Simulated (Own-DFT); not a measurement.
## Calculated data, Hf36O71 (tetragonal hafnia with one neutral oxygen vacancy, atoms displaced)

A calculation, not a measurement: plane-wave PBE and HSE06 DFT by an unreviewed code, no spin, of a simulated cell at Gamma alone, so results move with cell size and shape, stress positive in tension, energies less offsets, not probed for a lower state with spin; hafnium file: forces about 75 meV/angstrom off all-electron values; oxygen file: force components 24 meV/angstrom off all-electron in a glass; k mesh not checked against a denser one; forces and stress are PBE's, HSE06 gives the energy alone, and its difference from PBE has offsets of its own; offsets are fitted by least squares, one for each functional and potential file, so energies compare only between cells with the same atoms and settings and are not formation energies; the far tail of each file's local potential was reset to the Coulomb form; each entry is a single point on an unrelaxed cell, so the pressure reflects the starting lattice, taken from the Materials Project, from which strain is counted, and rises with the displacements; printed positions are rounded, which can move forces by about a meV/angstrom; the program is a retired in-house code; no spin-orbit coupling. Program: Own-DFT development build.

Common to all runs: first functional PBE; second functional HSE06; exact exchange share 0.25; screening 0.11 1/bohr; exchange divergence Gygi-Baldereschi; potential files PseudoDojo norm-conserving, scalar-relativistic, made for PBE, standard set; wave cutoff 48 hartree; occupations fixed; k mesh 1 x 1 x 1 centred on Gamma.

(1) Hf36O71 (tetragonal hafnia with one neutral oxygen vacancy, atoms displaced)

```
CELL_PARAMETERS angstrom
10.78000 0.00000 0.00000
0.00000 10.78000 0.00000
0.00000 0.00000 10.44930
ATOMIC_POSITIONS crystal
Hf 0.00374 0.99904 0.00153
Hf 0.16647 0.16410 0.25477
O 0.99754 0.16752 0.15599
O 0.16278 0.99791 0.34673
O 0.99822 0.16529 0.40386
O 0.16633 0.99857 0.09630
Hf 0.00357 0.99942 0.50214
Hf 0.16914 0.16440 0.75258
O 0.00057 0.16978 0.65126
O 0.16157 0.00305 0.84450
O 0.99699 0.16600 0.90451
O 0.16398 0.00103 0.60016
Hf 0.00564 0.33757 0.00088
Hf 0.16827 0.50499 0.25009
O 0.00095 0.50054 0.15157
O 0.16478 0.32354 0.34833
O 0.00029 0.49928 0.39869
O 0.16170 0.33623 0.09631
Hf 0.99646 0.33378 0.49780
Hf 0.16866 0.49993 0.75357
O 0.16987 0.33360 0.84480
O 0.00117 0.50049 0.90018
O 0.16777 0.33273 0.59856
Hf 0.00126 0.67058 0.99896
Hf 0.16298 0.82901 0.24959
O 0.99817 0.83187 0.15925
O 0.16612 0.66629 0.34775
O 0.00643 0.82969 0.39961
O 0.16751 0.66896 0.09537
Hf 0.99715 0.66572 0.50107
Hf 0.16213 0.83202 0.74732
O 0.99784 0.83612 0.65661
O 0.16710 0.67109 0.84813
O 0.00444 0.83146 0.90584
O 0.16836 0.67071 0.59859
Hf 0.33505 0.99946 0.00098
Hf 0.50041 0.17356 0.25045
O 0.32961 0.16652 0.15240
O 0.50263 0.99746 0.34665
O 0.33039 0.16414 0.40442
O 0.49956 0.99518 0.09977
Hf 0.33240 0.99887 0.49847
Hf 0.50036 0.16378 0.74816
O 0.33305 0.16476 0.64878
O 0.49942 0.99871 0.85354
O 0.33562 0.17172 0.90002
O 0.49525 0.00227 0.59859
Hf 0.33417 0.33395 0.99981
Hf 0.50319 0.49772 0.25529
O 0.33100 0.50084 0.14834
O 0.50212 0.33357 0.34838
O 0.32920 0.49639 0.40124
O 0.50221 0.33517 0.09653
Hf 0.33067 0.33340 0.50150
Hf 0.50082 0.50040 0.75147
O 0.33156 0.49671 0.64854
O 0.50627 0.33006 0.84109
O 0.33057 0.50135 0.90776
O 0.50195 0.33569 0.59548
Hf 0.33622 0.67088 0.00702
Hf 0.49616 0.82703 0.25543
O 0.33507 0.83245 0.15294
O 0.49766 0.66467 0.34679
O 0.33603 0.83511 0.39682
O 0.50106 0.66162 0.09453
Hf 0.33468 0.66784 0.50099
Hf 0.50152 0.83100 0.75275
O 0.33706 0.83655 0.65490
O 0.49896 0.66751 0.84732
O 0.33436 0.83362 0.91275
O 0.49676 0.66739 0.59986
Hf 0.66577 0.00724 0.00217
Hf 0.83763 0.16352 0.24876
O 0.66788 0.16473 0.15560
O 0.83237 0.99673 0.34944
O 0.66988 0.16663 0.40577
O 0.82946 0.00044 0.09911
Hf 0.66534 0.00043 0.50017
Hf 0.83019 0.16688 0.74660
O 0.66667 0.16194 0.65007
O 0.83808 0.00200 0.84675
O 0.66145 0.17290 0.90238
O 0.82697 0.99958 0.60037
Hf 0.66841 0.33471 0.99643
Hf 0.83642 0.50558 0.24779
O 0.66793 0.49931 0.15721
O 0.83349 0.33165 0.34643
O 0.66239 0.50086 0.40257
O 0.83129 0.33243 0.09791
Hf 0.67095 0.33219 0.50215
Hf 0.83654 0.50066 0.75034
O 0.67327 0.50312 0.64940
O 0.83324 0.33457 0.84911
O 0.66948 0.50098 0.90114
O 0.83624 0.33443 0.59389
Hf 0.66482 0.66992 0.99916
Hf 0.83064 0.83494 0.24920
O 0.66319 0.83163 0.15557
O 0.83326 0.66666 0.35140
O 0.66495 0.83057 0.39930
O 0.82778 0.66528 0.09897
Hf 0.66770 0.66853 0.49961
Hf 0.83068 0.83660 0.74789
O 0.67079 0.83253 0.65620
O 0.83388 0.66658 0.84613
O 0.66566 0.83737 0.90513
O 0.83673 0.66976 0.59817
```

| Property | Result |
| --- | --- |
| PBE energy of cell above offsets | -101.038 eV |
| HSE06 less PBE above offsets | -0.162 eV |
| PBE pressure | 1.1 GPa |
| PBE stress xx | -0.72 GPa |
| PBE stress yy | -0.72 GPa |
| PBE stress zz | -1.85 GPa |
| PBE stress yz | 0.32 GPa |
| PBE stress xz | -0.52 GPa |
| PBE stress xy | 0.03 GPa |

Force:
```tsv
element	x (eV/Å)	y (eV/Å)	z (eV/Å)
Hf	-0.846	0.874	-0.422
Hf	-0.2	-0.084	-0.584
O	1.048	-0.358	-0.427
O	0.115	-0.223	0.358
O	-0.159	-0.547	0.09
O	0.139	-0.189	0.089
Hf	-0.924	0.09	-0.368
Hf	-0.492	0.852	-0.822
O	-0.36	-0.369	0.294
O	0.342	-1.014	0.6
O	0.45	0.386	0.339
O	0.624	-0.273	-0.376
Hf	-1.782	-0.876	-0.35
Hf	0.129	-1.457	-0.018
O	0.081	0.346	-0.132
O	0.135	1.891	-0.055
O	0.096	0.372	0.802
O	1.519	-0.149	0.215
Hf	1.263	-0.431	-0.162
Hf	-0.426	0.145	-0.542
O	-0.23	0.015	0.492
O	0.212	0.459	-0.199
O	-0.759	0.543	-0.169
Hf	-0.558	-0.935	0.071
Hf	0.56	0.655	0.198
O	-0.165	-0.089	-1.119
O	0.374	-0.096	0.018
O	-0.256	0.543	0.93
O	-0.515	0.025	0.709
Hf	0.589	-0.212	-0.324
Hf	0.741	0.189	0.401
O	0.063	0.088	-0.677
O	-0.057	-0.673	-0.17
O	-0.125	0.68	-0.093
O	-0.368	-0.108	-0.154
Hf	0.542	0.506	0.34
Hf	0.012	-1.577	-0.226
O	0.654	0.261	0.051
O	-0.106	0.748	0.162
O	0.336	0.135	-0.358
O	-0.086	0.598	-0.381
Hf	0.197	0.263	0.232
Hf	-0.542	-0.139	-0.009
O	0.051	0.123	0.522
O	-0.056	0.29	-0.745
O	-0.104	-0.923	0.094
O	1.004	-0.228	-0.037
Hf	-0.382	0.253	0.43
Hf	-0.011	0.002	-1.101
O	0.365	-0.057	0.999
O	-0.219	-0.222	0.088
O	0.021	0.685	-0.04
O	-0.432	-0.288	0.123
Hf	0.013	-0.291	0.243
Hf	0.289	-0.519	-0.671
O	0.5	0.359	0.73
O	-0.518	1.124	0.294
O	0.402	-0.018	-0.835
O	-0.016	-0.09	0.037
Hf	-0.269	-0.659	-0.606
Hf	0.653	1.764	-0.881
O	-0.594	-0.342	0.178
O	-0.216	-0.505	0.743
O	-0.281	-0.67	0.879
O	0.144	0.169	0.692
Hf	-0.351	-0.33	-0.191
Hf	-0.096	0.703	0.09
O	-0.806	-0.191	-0.005
O	0.096	-0.247	0.098
O	-0.026	0.291	-1.134
O	0.735	0.02	-0.224
Hf	-0.605	-0.483	0.273
Hf	-0.807	0.54	0.55
O	-0.533	-0.03	-0.244
O	0.068	0.023	0.065
O	-0.331	-0.075	-0.064
O	0.934	-0.295	-0.113
Hf	-0.473	0.097	-0.612
Hf	1.359	0.019	0.724
O	-0.208	0.428	0.19
O	-0.429	-0.073	0.058
O	0.426	-1.351	-0.32
O	1.228	-0.054	-0.341
Hf	0.522	0.673	0.682
Hf	-0.525	-1.129	0.102
O	-0.279	0.062	-0.196
O	0.049	0.59	0.023
O	0.051	0.072	0.29
O	0.64	0.135	-0.352
Hf	-0.623	0.471	-0.722
Hf	0.342	0.005	0.136
O	-0.833	0.004	0.509
O	-0.173	-0.115	-0.825
O	-0.523	0.307	0.095
O	-0.404	0.196	0.944
Hf	0.356	-0.098	0.1
Hf	-0.77	-0.163	0.224
O	0.271	-0.222	-0.173
O	0.03	0.241	-0.068
O	0.015	0.123	0.857
O	1.105	0.101	-0.181
Hf	0.157	-0.719	0.179
Hf	0.476	-0.092	1.052
O	-1.54	-0.216	-0.725
O	0.071	0.419	0.07
O	0.177	-0.196	-0.159
O	-0.376	-0.272	-0.052
```

(2) Hf36O71 (tetragonal hafnia with one neutral oxygen vacancy, atoms displaced)

```
CELL_PARAMETERS angstrom
10.78000 0.00000 0.00000
0.00000 10.78000 0.00000
0.00000 0.00000 10.44930
ATOMIC_POSITIONS crystal
Hf 0.99698 0.00961 0.99065
Hf 0.16521 0.16184 0.24907
O 0.99647 0.17132 0.14220
O 0.16522 0.00633 0.35109
O 0.99714 0.17006 0.40759
O 0.17009 0.99647 0.09961
Hf 0.00367 0.00226 0.50190
Hf 0.15820 0.16873 0.74879
O 0.00205 0.15900 0.65521
O 0.17969 0.99739 0.84203
O 0.99697 0.16417 0.90134
O 0.16954 0.00150 0.59166
Hf 0.98884 0.33120 0.99672
Hf 0.16804 0.49870 0.24729
O 0.99867 0.49854 0.15625
O 0.16736 0.32994 0.34369
O 0.00172 0.49925 0.39991
O 0.17150 0.33388 0.09895
Hf 0.99827 0.33567 0.50282
Hf 0.16057 0.50241 0.74873
O 0.99468 0.49614 0.65276
O 0.15962 0.33392 0.84111
O 0.00456 0.50045 0.89957
Hf 0.00288 0.67525 0.99243
Hf 0.16496 0.82732 0.24431
O 0.00652 0.83066 0.14899
O 0.16634 0.67097 0.34772
O 0.99442 0.83339 0.40347
O 0.16302 0.66846 0.10790
Hf 0.00266 0.67482 0.50439
Hf 0.16516 0.83237 0.74890
O 0.00001 0.83236 0.65359
O 0.15983 0.66954 0.84950
O 0.99687 0.82250 0.90040
O 0.17195 0.67092 0.60014
Hf 0.33746 0.01242 0.01079
Hf 0.49532 0.16845 0.25271
O 0.33717 0.16673 0.15709
O 0.50520 0.00235 0.34956
O 0.33471 0.16298 0.39969
O 0.49668 0.99698 0.10021
Hf 0.32881 0.00588 0.49335
Hf 0.49317 0.16632 0.75571
O 0.33368 0.16138 0.65705
O 0.49896 0.99384 0.84511
O 0.33416 0.17011 0.90196
O 0.50200 0.00432 0.59590
Hf 0.32955 0.33724 0.00551
Hf 0.49361 0.49386 0.26163
O 0.33047 0.50426 0.16290
O 0.49363 0.33095 0.35489
O 0.33335 0.50496 0.40398
O 0.49860 0.33916 0.10065
Hf 0.33736 0.32597 0.49639
Hf 0.50264 0.49655 0.75087
O 0.33766 0.50421 0.64674
O 0.50142 0.33205 0.85159
O 0.34184 0.49480 0.90377
O 0.50350 0.33318 0.59892
Hf 0.33911 0.66724 0.99743
Hf 0.50095 0.82958 0.24377
O 0.33609 0.82801 0.15591
O 0.50913 0.66280 0.34804
O 0.33010 0.82878 0.40438
O 0.50794 0.67148 0.09289
Hf 0.33007 0.66248 0.50732
Hf 0.50188 0.83384 0.75189
O 0.32695 0.84186 0.65137
O 0.49394 0.66313 0.85054
O 0.33920 0.83827 0.90208
O 0.50614 0.67347 0.58992
Hf 0.66852 0.00727 0.00635
Hf 0.83336 0.16546 0.24388
O 0.66446 0.16685 0.15181
O 0.82987 0.00200 0.35308
O 0.65799 0.16957 0.39874
O 0.83597 0.99817 0.09896
Hf 0.66436 0.00299 0.49550
Hf 0.83763 0.16509 0.75636
O 0.66532 0.17380 0.65576
O 0.83367 0.99930 0.84252
O 0.65771 0.15900 0.89712
O 0.83229 0.99694 0.58943
Hf 0.65896 0.32813 0.00195
Hf 0.83169 0.51525 0.25598
O 0.66633 0.50481 0.15023
O 0.83788 0.32853 0.34374
O 0.66612 0.49849 0.40228
O 0.83943 0.33415 0.10346
Hf 0.66881 0.32388 0.50401
Hf 0.82439 0.50136 0.75893
O 0.66561 0.50227 0.65814
O 0.83306 0.33404 0.84459
O 0.66970 0.49070 0.90141
O 0.82724 0.33166 0.60094
Hf 0.66576 0.67652 0.00024
Hf 0.83195 0.83778 0.25686
O 0.66478 0.82845 0.15127
O 0.83607 0.66433 0.34771
O 0.66839 0.83301 0.40981
O 0.83378 0.67113 0.09765
Hf 0.66289 0.66234 0.50302
Hf 0.83829 0.83008 0.75094
O 0.66604 0.83769 0.64646
O 0.84030 0.66080 0.84665
O 0.66186 0.83896 0.89253
O 0.83535 0.66159 0.60341
```

| Quantity | Value |
| --- | --- |
| PBE energy of cell above offsets | -96.770 eV |
| HSE06 less PBE above offsets | 0.073 eV |
| PBE pressure | 2.43 GPa |
| PBE stress xx | -2 GPa |
| PBE stress yy | -2.61 GPa |
| PBE stress zz | -2.68 GPa |
| PBE stress yz | 0.76 GPa |
| PBE stress xz | 0.13 GPa |
| PBE stress xy | -0.03 GPa |

Force:
```tsv
element	x (eV/Å)	y (eV/Å)	z (eV/Å)
Hf	1.146	-3.177	2.09
Hf	-0.731	1.035	0.01
O	1.039	-1.04	0.37
O	-0.194	-1.031	-0.526
O	0.327	-0.758	-0.503
O	-0.836	0.962	-0.474
Hf	-0.74	0.291	-0.492
Hf	2.817	-0.364	-0.153
O	-1.27	0.44	-0.332
O	-1.751	0.742	0.611
O	0.059	1.001	-1.213
O	-1.137	0.08	0.67
Hf	1.258	2.447	1.026
Hf	-2.43	0.686	0.971
O	0.165	-0.141	-0.373
O	0.496	-0.271	0.628
O	0.085	0.396	1.26
O	-1.217	-0.172	-0.457
Hf	-0.338	1.046	-0.784
Hf	-0.157	-0.427	-0.116
O	1.108	-0.333	0.051
O	0.319	-0.151	-0.228
O	-0.111	-0.338	0.507
Hf	-0.098	-3.661	3.131
Hf	1.008	0.04	0.786
O	-1.946	0.612	0.243
O	-0.385	-1.012	0.741
O	0.061	0.629	-0.207
O	1.087	-0.188	-1.609
Hf	-0.432	-1.788	-0.63
Hf	1.954	0.513	0.022
O	0.273	0.094	-0.481
O	0.946	-0.491	0.054
O	-0.352	4.871	-1.476
O	-1.933	-0.398	0.731
Hf	-1.056	-1.853	-2.52
Hf	1.567	-0.719	1.064
O	-1.113	-0.179	-0.774
O	-0.411	-0.57	-1.087
O	0.078	1.313	-0.586
O	1.666	0.316	0.291
Hf	1.433	-3.141	1.521
Hf	1.113	-1.02	-0.925
O	-1.173	1.043	-0.945
O	-0.202	1.828	0.725
O	0.096	0.403	0.956
O	-0.72	0.117	-0.118
Hf	0.669	-0.218	-0.915
Hf	1.798	1.275	-0.788
O	1.406	-0.035	-1.608
O	-0.392	-0.115	-0.296
O	0.082	-1.534	-0.065
O	-0.368	-0.446	0.478
Hf	-0.539	1.377	1.01
Hf	-0.608	-0.226	0.222
O	-0.664	-0.435	1.019
O	0.307	-0.003	0.055
O	-0.925	0.736	0.245
O	-1.14	0.067	0.096
Hf	-0.28	1.121	0.233
Hf	-0.509	-0.323	2.114
O	-0.298	-0.02	-0.568
O	-0.277	0.537	-0.747
O	0.399	0.94	-0.044
O	-1.955	0.077	0.423
Hf	1.318	1.407	-1.242
Hf	-0.59	0.248	-1.181
O	1.002	-0.715	0.556
O	0.496	0.089	-0.589
O	-0.351	-1.09	1.13
O	-1.973	-0.238	1.539
Hf	-1.191	-1.486	-0.982
Hf	0.268	1.484	1.589
O	-0.07	-0.288	-0.708
O	0.111	0.364	-1.474
O	0.412	-0.084	-0.173
O	-0.12	0.12	-0.341
Hf	-0.372	-0.812	1.128
Hf	-1.989	0.699	-2.561
O	0.594	-0.419	0.191
O	0.718	-0.205	1.275
O	0.907	0.845	1.175
O	0.717	0.397	1.049
Hf	0.802	1.422	0.122
Hf	0.116	-3.75	-2.11
O	-0.365	-0.403	0.583
O	-0.475	0.396	0.322
O	0.168	-0.888	0.498
O	-2.111	-0.762	-1.355
Hf	0.209	0.78	-0.283
Hf	0.852	-0.382	-1.522
O	-0.287	0.299	-0.638
O	0.614	-1.52	1.362
O	-0.111	1.252	0.361
O	1.604	-0.188	-0.158
Hf	1.096	-1.473	0.03
Hf	0.507	-0.898	-0.361
O	1.077	0.819	-0.163
O	-0.003	2.952	1.401
O	0.449	-0.262	-1.465
O	-0.048	0.195	-0.245
Hf	1.219	0.703	-0.636
Hf	-2.135	-0.41	-1.373
O	0.788	-0.426	1.333
O	-0.765	1.673	0.788
O	0.816	-0.466	1.314
O	0.019	0.575	-0.498
```
